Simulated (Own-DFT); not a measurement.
Simulation results for Si₁₂O₂₃ (quartz with two neutral oxygen vacancies, strained, atoms displaced)

All values are calculated (Own-DFT development build). A calculation, not a measurement: plane-wave PBE and HSE06 DFT by an unreviewed code, no spin, of a simulated cell at Gamma alone, so results move with cell size and shape, stress positive in tension, energies less offsets, not probed for a lower state with spin; oxygen file: force components 24 meV/angstrom off all-electron in a glass; k mesh not checked against a denser one; forces and stress are PBE's, HSE06 gives the energy alone, and its difference from PBE has offsets of its own; offsets are fitted by least squares, one for each functional and potential file, so energies compare only between cells with the same atoms and settings and are not formation energies; the far tail of each file's local potential was reset to the Coulomb form; each entry is a single point on an unrelaxed cell, so the pressure reflects the starting lattice, mostly measured values (interpolated for alloys), from which strain is counted, and rises with the displacements; printed positions are rounded, which can move forces by about a meV/angstrom; the program, named Own-DFT, is a retired in-house code; no spin-orbit coupling.

Settings shared by all entries: first functional PBE; second functional HSE06; exact exchange share 0.25; screening 0.11 1/bohr; exchange divergence Gygi-Baldereschi; potential files PseudoDojo norm-conserving, scalar-relativistic, made for PBE, standard set; wave cutoff 48 hartree; occupations fixed; k mesh 1 x 1 x 1 centred on Gamma.

(1) Si₁₂O₂₃ (quartz with two neutral oxygen vacancies, strained, atoms displaced)

```
cell vectors (Å)
   9.7902     0.1955    -0.0303
  -4.7258     8.5756    -0.0233
  -0.0333    -0.0489    10.9321
atoms (fractions of the cell vectors)
Si  0.23174  0.99690  0.00163
Si  0.00410  0.23552  0.33242
Si  0.26826  0.26499  0.16702
O   0.20817  0.12887  0.06015
O   0.42868  0.28791  0.22748
O   0.36689  0.07024  0.38667
O   0.07341  0.36727  0.44176
O   0.13296  0.20500  0.27031
O   0.29223  0.42318  0.11191
Si  0.23651  0.99758  0.50072
Si  0.99823  0.23030  0.83289
Si  0.26451  0.26582  0.66894
O   0.21510  0.13642  0.55735
O   0.42378  0.29099  0.72508
O   0.36291  0.07033  0.89668
O   0.07499  0.36495  0.93649
O   0.13493  0.20570  0.77193
O   0.28961  0.42609  0.60929
Si  0.23650  0.50061  0.00060
Si  0.00021  0.73530  0.33621
Si  0.26600  0.76815  0.16952
O   0.21286  0.63540  0.05965
O   0.42725  0.79805  0.22668
O   0.36708  0.57697  0.38992
O   0.07456  0.87031  0.44106
O   0.13598  0.70263  0.27567
O   0.28976  0.92583  0.10816
Si  0.23715  0.50370  0.49815
Si  0.99287  0.72808  0.83110
Si  0.26732  0.76732  0.66730
O   0.20883  0.63481  0.55814
O   0.42710  0.78826  0.72247
O   0.36618  0.56719  0.89336
O   0.07056  0.86626  0.93767
O   0.13508  0.70947  0.77136
O   0.29615  0.93208  0.61304
Si  0.73211  0.00520  0.00478
Si  0.50149  0.23524  0.33206
Si  0.76704  0.26886  0.16771
O   0.70899  0.13297  0.05723
O   0.92461  0.29773  0.22679
O   0.86072  0.07297  0.39494
O   0.57380  0.37176  0.44092
O   0.63658  0.20772  0.26931
Si  0.73836  0.00496  0.50490
Si  0.49394  0.23010  0.82714
Si  0.76591  0.26270  0.66557
O   0.70364  0.13160  0.56076
O   0.92127  0.29248  0.72572
O   0.86748  0.07164  0.89284
O   0.57238  0.36573  0.94100
O   0.63706  0.21187  0.77637
O   0.78843  0.41838  0.60965
Si  0.74290  0.50738  0.99601
Si  0.49613  0.73299  0.33316
Si  0.76043  0.76423  0.16907
O   0.92184  0.79284  0.22493
O   0.86219  0.57118  0.38996
O   0.57499  0.86892  0.44246
O   0.63236  0.71036  0.27364
O   0.79840  0.93193  0.10810
Si  0.74084  0.49607  0.49958
Si  0.50236  0.73246  0.83345
Si  0.76181  0.76442  0.66666
O   0.70207  0.62267  0.55875
O   0.92143  0.79014  0.72565
O   0.86926  0.57334  0.88709
O   0.57396  0.87195  0.93957
O   0.63304  0.70934  0.77238
O   0.79030  0.92687  0.60406
```

Results for Si₁₂O₂₃ (quartz with two neutral oxygen vacancies, strained, atoms displaced): PBE energy of cell above offsets -21.456 eV; HSE06 less PBE above offsets 0.661 eV; PBE pressure 2.48 GPa; PBE stress xx -7.26 GPa; PBE stress yy 0.74 GPa; PBE stress zz -0.94 GPa; PBE stress yz 0.82 GPa; PBE stress xz -0.64 GPa; PBE stress xy 4.4 GPa.

Force:
```tsv
element	x (eV/Å)	y (eV/Å)	z (eV/Å)
Si	0.302	-1.387	-2.508
Si	-2.348	-0.75	1.399
Si	0.197	-1.836	-0.294
O	-1.813	2.673	1.702
O	-1.901	0.881	-1.746
O	-0.317	-0.13	1.082
O	0.437	0.137	-0.432
O	0.985	-0.21	-0.22
O	-0.645	1.297	-1.081
Si	0.997	1.098	-1.579
Si	-0.804	-0.01	0.406
Si	-0.687	-0.586	-1.933
O	-0.958	1.039	0.716
O	-0.004	0.64	-0.635
O	0.746	1.128	-1.226
O	0.495	1.028	0.782
O	-0.198	-0.471	0.2
O	-0.026	0.39	-0.439
Si	0.439	-1.753	-0.886
Si	-0.484	-0.424	-0.848
Si	-0.427	-0.967	-0.905
O	-0.984	1.198	0.928
O	0.571	0.078	0.221
O	-0.488	-1.212	0.731
O	-0.014	-0.63	-0.208
O	-0.854	0.152	0.323
O	0.535	-0.505	0.764
Si	0.686	-1.53	-0.517
Si	1.769	3.097	0.441
Si	-0.519	-0.73	-0.253
O	-1.147	1.606	0.731
O	0.58	-0.01	0.718
O	0.693	1.336	-0.426
O	0.158	-0.443	-0.205
O	0.072	-0.295	-0.089
O	0.241	-0.387	-0.252
Si	3.849	-3.893	-3.873
Si	1.16	-0.698	2.764
Si	-2.105	1.538	-3.528
O	-3.255	4.304	2.755
O	2.527	0.026	1.27
O	1.456	1.935	-1.188
O	0.449	-1.147	-0.953
O	-0.656	-0.583	1.225
Si	-1.298	-1.848	-4.1
Si	0.951	-0.186	4.289
Si	-2.108	-1.607	1.224
O	-1.418	1.387	0.745
O	2.851	-0.047	1.351
O	-0.445	-0.036	0.479
O	0.258	0.396	-0.68
O	0.874	-0.484	-1.021
O	-0.124	1.773	-0.974
Si	-1.245	-1.981	2.821
Si	-0.012	2.421	1.639
Si	0.172	-0.613	-2.741
O	2.196	-0.081	1.759
O	1.149	0.996	-0.349
O	0.08	-0.446	-0.511
O	0.582	-0.699	-0.069
O	0.004	-0.761	0.363
Si	-1.393	-0.666	-0.598
Si	-2.881	0.338	2.104
Si	-0.199	-1.042	-1.96
O	-0.841	2.691	1.908
O	0.104	0.25	-0.253
O	-0.288	-1.446	0.264
O	0.098	-0.907	-0.54
O	2.114	-0.538	-0.714
O	2.106	-1.861	2.628
```

(2) Si₁₂O₂₃ (quartz with two neutral oxygen vacancies, strained, atoms displaced)

```
cell vectors (Å)
   9.7151    -0.1170    -0.0325
  -4.9588     8.5943    -0.0176
  -0.0358    -0.0429    10.8587
atoms (fractions of the cell vectors)
Si  0.23493  0.99841  0.99925
Si  0.00158  0.23698  0.33019
Si  0.26704  0.26849  0.16473
O   0.21251  0.13985  0.06100
O   0.42788  0.29668  0.22297
O   0.37176  0.08019  0.39741
O   0.07185  0.36587  0.43847
O   0.13966  0.20551  0.27773
O   0.29599  0.43114  0.11246
Si  0.23700  0.00470  0.49815
Si  0.99618  0.23518  0.83196
Si  0.27349  0.26592  0.67217
O   0.20284  0.12876  0.55866
O   0.42155  0.29189  0.72644
O   0.36203  0.07505  0.89392
O   0.07268  0.36849  0.94425
O   0.28568  0.42673  0.61045
Si  0.23409  0.50154  0.99788
Si  0.99867  0.73327  0.33318
Si  0.26073  0.76209  0.16569
O   0.20232  0.63221  0.06118
O   0.42942  0.79518  0.22488
O   0.36430  0.57196  0.39104
O   0.07649  0.86816  0.43672
O   0.13324  0.70315  0.27257
O   0.29698  0.92955  0.10768
Si  0.23646  0.50486  0.50090
Si  0.99697  0.73665  0.83104
Si  0.26503  0.76722  0.66949
O   0.20156  0.63677  0.56202
O   0.42815  0.79239  0.72180
O   0.37294  0.57753  0.89552
O   0.07496  0.87145  0.93930
O   0.13000  0.70364  0.77539
O   0.29587  0.93111  0.60598
Si  0.72967  0.99877  0.99922
Si  0.49767  0.23594  0.33350
Si  0.76809  0.26344  0.16427
O   0.70955  0.13517  0.06271
O   0.92829  0.29012  0.22026
O   0.86469  0.07211  0.39741
O   0.57256  0.36426  0.43756
O   0.63233  0.20755  0.27734
O   0.79508  0.42751  0.10412
Si  0.73710  0.00004  0.49739
Si  0.49884  0.23660  0.83777
Si  0.76543  0.26594  0.66680
O   0.70570  0.13385  0.55947
O   0.86357  0.07261  0.89293
O   0.57882  0.37097  0.94092
O   0.63270  0.20997  0.77456
O   0.79581  0.43016  0.60789
Si  0.72607  0.49856  0.99599
Si  0.49953  0.73205  0.33221
Si  0.76598  0.76935  0.16188
O   0.69997  0.62718  0.05869
O   0.92939  0.79742  0.22578
O   0.86654  0.57015  0.39069
O   0.57549  0.87060  0.44204
O   0.63613  0.70701  0.27649
O   0.79061  0.92343  0.11002
Si  0.73533  0.49737  0.49313
Si  0.49851  0.73353  0.83310
Si  0.76886  0.76839  0.66853
O   0.70918  0.62968  0.56339
O   0.92666  0.79116  0.72587
O   0.87006  0.57168  0.89219
O   0.57075  0.87028  0.93865
O   0.62975  0.70138  0.77450
O   0.79223  0.92506  0.60281
```

It finds PBE energy of cell above offsets -20.652 eV; HSE06 less PBE above offsets -0.005 eV; PBE pressure 7.72 GPa; PBE stress xx -9.39 GPa; PBE stress yy -7.9 GPa; PBE stress zz -5.88 GPa; PBE stress yz -2.09 GPa; PBE stress xz -1.44 GPa; PBE stress xy -4.81 GPa.

Force:
```tsv
element	x (eV/Å)	y (eV/Å)	z (eV/Å)
Si	-0.433	1.67	2.975
Si	0.652	-1.4	1.001
Si	-1.078	0.165	1.002
O	0.27	-2.066	-1.962
O	2.163	0.208	1.2
O	0.025	-1.069	-0.503
O	-0.321	0.575	0.268
O	-0.853	0	-0.042
O	-0.974	1.201	-1.462
Si	0.725	-1.355	0.96
Si	0.326	1.239	-3.161
Si	-10.88	-1.379	-4.019
O	-1.115	2.271	1.7
O	8.044	1.357	4.018
O	1.132	0.61	-1.163
O	-1.316	-1.817	-1.128
O	1.066	-0.495	0.459
Si	1.407	1.003	2.604
Si	0.277	0.623	-0.876
Si	0.932	1.593	0.082
O	0.22	-0.845	-1.319
O	0.118	-0.075	-0.01
O	0.047	-0.263	0.238
O	-0.647	-0.607	-0.038
O	-0.904	-0.294	0.885
O	0.008	-0.366	-0.009
Si	-0.992	-0.424	0.674
Si	1.426	-0.904	2.008
Si	-1.514	0.867	-1.38
O	0.56	-1.176	-1.108
O	1.487	0.168	1.21
O	-0.773	-1.746	0.74
O	-1.643	-1.833	-1.084
O	0.582	0.348	-0.064
O	0.344	-0.672	0.774
Si	1.723	1.193	1.613
Si	0.187	0.221	-2.282
Si	-3.702	2.282	1.506
O	-0.18	-2.194	-2.033
O	1.925	0.413	0.877
O	2.418	2.456	-3.354
O	-1.007	0.669	0.97
O	1.814	0.179	-1.526
O	-0.254	-0.349	-0.134
Si	-1.443	0.999	2.786
Si	0.577	-0.285	-1.391
Si	2.404	0.375	0.92
O	0.148	-0.371	-0.216
O	0.227	-0.801	0.477
O	-4.602	-5.245	-2.924
O	-0.812	-0.375	0.608
O	0	-0.141	-0.403
Si	6.662	4.273	3.387
Si	-0.361	1.9	0.62
Si	0.769	-3.534	2.089
O	-1.02	1.76	0.725
O	0.337	-0.166	-0.134
O	0.671	0.207	-0.978
O	-1.848	-2.964	-1.895
O	0.954	-0.062	-0.896
O	-1.669	3.13	-2.296
Si	-0.156	0.97	3.408
Si	0.071	1.75	-1.119
Si	-2.441	-1.13	-2.051
O	-0.115	0.068	-0.371
O	0.661	1.375	-0.299
O	-0.996	-0.061	0.433
O	-1.288	-1.494	-0.726
O	0.981	0.411	-0.35
O	1.004	-0.57	1.491
```

(3) Si₁₂O₂₃ (quartz with two neutral oxygen vacancies, strained, atoms displaced)

```
cell vectors (Å)
   9.9720     0.1708     0.0718
  -4.8381     8.3544    -0.0753
   0.0790    -0.0500    10.7860
atoms (fractions of the cell vectors)
Si  0.23732  0.00381  0.00408
Si  0.99311  0.23397  0.33148
Si  0.26240  0.26062  0.16954
O   0.20255  0.13163  0.05585
O   0.42631  0.29157  0.22183
O   0.36977  0.07344  0.38888
O   0.07027  0.36429  0.44039
O   0.13284  0.20694  0.27020
O   0.29910  0.42928  0.10792
Si  0.23353  0.99890  0.50356
Si  0.00515  0.23365  0.83156
Si  0.25968  0.26279  0.66747
O   0.20915  0.13363  0.56079
O   0.42399  0.29121  0.72378
O   0.36818  0.07222  0.89214
O   0.13393  0.20595  0.77129
O   0.29264  0.42494  0.60570
Si  0.23226  0.50035  0.00397
Si  0.99975  0.73041  0.33582
Si  0.26626  0.76574  0.16681
O   0.20222  0.62968  0.05593
O   0.42559  0.79569  0.22677
O   0.36172  0.57235  0.38866
O   0.07056  0.86235  0.44540
O   0.13184  0.70756  0.27345
O   0.29666  0.92868  0.09998
Si  0.23702  0.49445  0.49654
Si  0.99830  0.73682  0.83059
Si  0.25911  0.76616  0.66750
O   0.20178  0.63003  0.56097
O   0.42505  0.78704  0.72373
O   0.36713  0.57364  0.89660
O   0.07229  0.86532  0.93295
O   0.13219  0.70869  0.77240
O   0.29337  0.92645  0.61073
Si  0.73394  0.99832  0.00319
Si  0.49803  0.23116  0.33501
Si  0.76401  0.26278  0.16980
O   0.70999  0.13456  0.06052
O   0.92965  0.29572  0.22812
O   0.86582  0.07726  0.39132
O   0.57764  0.36807  0.44138
O   0.63354  0.20897  0.27570
O   0.78711  0.42077  0.10787
Si  0.73647  0.99949  0.49890
Si  0.50316  0.23858  0.83679
Si  0.76592  0.26220  0.66545
O   0.70893  0.13812  0.56065
O   0.92647  0.29984  0.72257
O   0.57684  0.36712  0.94027
O   0.63340  0.20502  0.77658
O   0.79519  0.42818  0.60662
Si  0.73398  0.49862  0.00103
Si  0.51132  0.74001  0.33001
Si  0.76496  0.76132  0.17067
O   0.70478  0.62996  0.06076
O   0.92273  0.79304  0.22705
O   0.86658  0.57316  0.39688
O   0.57485  0.86817  0.44259
O   0.63365  0.70162  0.26916
O   0.79659  0.92884  0.10636
Si  0.73297  0.50115  0.49862
Si  0.49666  0.73003  0.83216
Si  0.76891  0.77060  0.66651
O   0.70458  0.62812  0.56275
O   0.93260  0.79793  0.72563
O   0.86134  0.57370  0.89673
O   0.56982  0.86797  0.94204
O   0.63581  0.71199  0.77305
O   0.79692  0.92599  0.60268
```

It finds PBE energy of cell above offsets -20.514 eV; HSE06 less PBE above offsets 0.115 eV; PBE pressure 7.03 GPa; PBE stress xx -5.39 GPa; PBE stress yy -8.62 GPa; PBE stress zz -7.07 GPa; PBE stress yz -1.56 GPa; PBE stress xz 3.11 GPa; PBE stress xy 4.58 GPa.

Force:
```tsv
element	x (eV/Å)	y (eV/Å)	z (eV/Å)
Si	-0.027	-2.371	-5.386
Si	3.266	0.89	0.649
Si	0.749	1.61	-1.546
O	-1.787	2.026	1.495
O	0.608	-0.454	0.993
O	-1.866	-2.988	2.318
O	0.502	0.447	0.39
O	-1.781	-0.862	1.769
O	-0.063	-0.131	0.481
Si	1.757	-1.294	-2.072
Si	-3.927	1.069	3.336
Si	3.19	1.412	0.451
O	-1.248	0.172	-0.645
O	0.004	-0.14	0.682
O	-0.453	-0.072	0.616
O	0.634	-1.252	0.198
O	0.102	0.451	-0.019
Si	2.127	-5.05	-3.693
Si	-1.727	0.888	-0.434
Si	-0.332	-0.213	-0.276
O	-2.675	3.671	2.561
O	0.84	0.007	0.333
O	1.635	1.469	-1.183
O	0.437	0.887	0.257
O	1.438	-0.072	-0.92
O	1.375	-1.378	2.399
Si	-2.232	1.012	0.411
Si	0.318	-2.587	0.742
Si	3.432	-2.36	0.746
O	0.412	-0.401	-0.648
O	-1.413	0.108	-0.579
O	0.326	-0.474	-0.051
O	1.122	3.28	3.286
O	-0.265	-0.847	0.71
O	-0.893	2.554	-1.469
Si	1.154	-0.34	-3.716
Si	-0.5	2.622	-1.267
Si	0.627	0.477	0.525
O	-1.195	0.686	0.571
O	-2.527	0.533	-2.148
O	-0.478	-2.044	0.495
O	-1.174	-1.006	-0.798
O	1.126	-0.602	-0.151
O	0.083	1.013	0.046
Si	-0.461	0.902	0.113
Si	-1.075	-1.861	-2.594
Si	-1.768	2.727	2.943
O	0.383	-3.063	-2.69
O	2.276	-0.554	1.327
O	-0.549	1.068	1.389
O	0.902	0.09	-0.849
O	-0.507	0.254	-0.382
Si	0.663	-1.095	-0.286
Si	-3.926	-1.84	1.019
Si	0.836	1.248	-3.114
O	-1.266	1.419	0.972
O	1.94	-0.148	1.479
O	0.49	-0.087	-1.064
O	0.171	-0.207	-0.46
O	-0.733	-0.752	1.614
O	0.732	-0.971	1.404
Si	2.483	-2.156	1.062
Si	-0.598	1.132	0.481
Si	1.187	-2.509	1.53
O	-1.859	2.683	1.198
O	-2.45	0.283	-1.926
O	1.418	1.126	-1.725
O	0.309	0.183	0.12
O	1.065	-0.062	-0.349
O	-0.367	1.849	-0.666
```

(4) Si₁₂O₂₃ (quartz with two neutral oxygen vacancies, strained, atoms displaced)

```
cell vectors (Å)
   9.7867     0.1423     0.1584
  -4.7701     8.3693    -0.2208
   0.1743    -0.1799    11.0082
atoms (fractions of the cell vectors)
Si  0.23266  0.99548  0.00244
Si  0.99796  0.23317  0.33417
Si  0.26322  0.26696  0.16853
O   0.20140  0.13479  0.06166
O   0.42668  0.29057  0.23261
O   0.36709  0.07052  0.38952
O   0.07888  0.36803  0.44635
O   0.12860  0.20282  0.27930
O   0.29278  0.42968  0.10313
Si  0.23433  0.99783  0.49843
Si  0.99575  0.23012  0.83161
Si  0.26199  0.26028  0.66335
O   0.42417  0.29541  0.72490
O   0.36561  0.07254  0.89462
O   0.07562  0.36669  0.94040
O   0.13211  0.20367  0.77568
O   0.29009  0.42821  0.60711
Si  0.23602  0.50547  0.00334
Si  0.99917  0.73702  0.33105
Si  0.26553  0.76798  0.16409
O   0.21283  0.63274  0.06191
O   0.42490  0.79159  0.22295
O   0.36846  0.57306  0.39502
O   0.13745  0.71429  0.27437
O   0.29742  0.93347  0.10614
Si  0.23386  0.49788  0.50230
Si  0.99830  0.73849  0.83554
Si  0.26622  0.76496  0.66592
O   0.20372  0.63013  0.56176
O   0.42650  0.79321  0.72886
O   0.36795  0.57018  0.89234
O   0.07759  0.86798  0.93795
O   0.12843  0.71080  0.77546
O   0.29294  0.92625  0.60933
Si  0.73685  0.99946  0.99456
Si  0.49296  0.23151  0.33378
Si  0.76341  0.27029  0.16622
O   0.71102  0.13637  0.05663
O   0.92621  0.29392  0.22502
O   0.86614  0.07113  0.39115
O   0.57479  0.36821  0.44145
O   0.63502  0.20638  0.27393
O   0.78997  0.43286  0.10776
Si  0.73322  0.99888  0.50045
Si  0.49915  0.23375  0.83257
Si  0.76403  0.26662  0.66554
O   0.70299  0.13646  0.56523
O   0.92342  0.29444  0.72670
O   0.87065  0.07656  0.89530
O   0.57560  0.36889  0.93635
O   0.63637  0.20967  0.77410
O   0.80025  0.43022  0.60286
Si  0.72754  0.50268  0.99988
Si  0.50358  0.73484  0.33867
Si  0.76458  0.76232  0.16208
O   0.70718  0.63246  0.05941
O   0.92725  0.79495  0.22866
O   0.86821  0.57307  0.39482
O   0.57718  0.86464  0.43783
O   0.63541  0.70835  0.27258
O   0.79169  0.92627  0.10985
Si  0.73727  0.50389  0.50131
Si  0.49741  0.73143  0.83521
Si  0.76774  0.76353  0.66401
O   0.70177  0.62814  0.56069
O   0.92316  0.79493  0.72766
O   0.86584  0.56511  0.89703
O   0.57546  0.87063  0.94130
O   0.63138  0.70487  0.77169
O   0.79339  0.92285  0.60558
```

The calculation gives: PBE energy of cell above offsets -20.585 eV; HSE06 less PBE above offsets 0.208 eV; PBE pressure 6.26 GPa; PBE stress xx -6.92 GPa; PBE stress yy -8.32 GPa; PBE stress zz -3.55 GPa; PBE stress yz -5.48 GPa; PBE stress xz 4.34 GPa; PBE stress xy 2.92 GPa.

Force:
```tsv
element	x (eV/Å)	y (eV/Å)	z (eV/Å)
Si	0.433	2.082	-1.079
Si	-3.006	1.593	0.539
Si	0.185	0.816	1.085
O	0.12	-0.659	-0.315
O	-2.932	0.686	-2.422
O	-0.292	-1.246	0.788
O	-1.965	-2.478	-1.893
O	3.456	0.238	-2.202
O	1.214	-1.139	1.815
Si	-1.942	-0.058	0.581
Si	-0.955	2.897	0.029
Si	0.389	-1.284	-1.082
O	1.355	-0.268	1.283
O	0.084	0.065	-0.027
O	-0.161	0.342	0.048
O	1.463	-0.343	-1.435
O	0.919	-0.95	0.893
Si	3.253	-5.686	-4.641
Si	-0.387	1.003	2.851
Si	0.884	1.279	2.131
O	-4.266	4.124	1.541
O	1.258	-0.331	1.676
O	-0.07	-0.262	0.196
O	1.226	-0.538	-1.017
O	0.353	-0.825	0.573
Si	2.259	0.276	-1.008
Si	-2.417	-2.966	-0.686
Si	-0.66	-0.015	2.245
O	-1.311	1.374	0.445
O	-0.193	-0.213	0.158
O	-0.435	-0.353	0.7
O	-1.052	0.782	1.7
O	3.389	-0.263	-2.19
O	-0.208	0.823	-0.847
Si	0.949	-0.335	2.663
Si	2.598	1.216	1.148
Si	0.957	-0.157	-0.082
O	-0.92	1.032	0.581
O	0.44	-0.063	0.899
O	-0.722	-0.637	1.045
O	-0.167	-0.237	-0.089
O	-0.504	-0.207	0.156
O	-0.32	-0.076	-0.017
Si	1.326	0.535	0.262
Si	-2.073	-0.365	-0.816
Si	0.227	2.822	2.258
O	0.464	-3.242	-3.022
O	1.104	-0.459	0.75
O	0.28	-1.507	-0.502
O	-1.155	-0.044	0.604
O	0.364	-0.414	-0.243
O	-0.312	0.222	0.125
Si	5.365	-4.426	-2.151
Si	-2.689	-1.989	-4.218
Si	-0.273	2.383	3.293
O	-3.539	2.809	0.711
O	-0.981	-0.021	-1.173
O	0.506	0.859	-0.684
O	-0.408	2.392	2.676
O	1.29	-0.51	-0.742
O	-0.514	0.79	-1.631
Si	2.214	-4.006	-1.738
Si	-0.683	0.706	-0.554
Si	-1.793	-0.026	1.787
O	-2.162	2.26	0.923
O	1.348	-0.054	1.032
O	0.211	2.038	-0.98
O	-0.842	-1.299	-0.772
O	1.343	0.057	-0.735
O	-0.915	1.452	-1.197
```
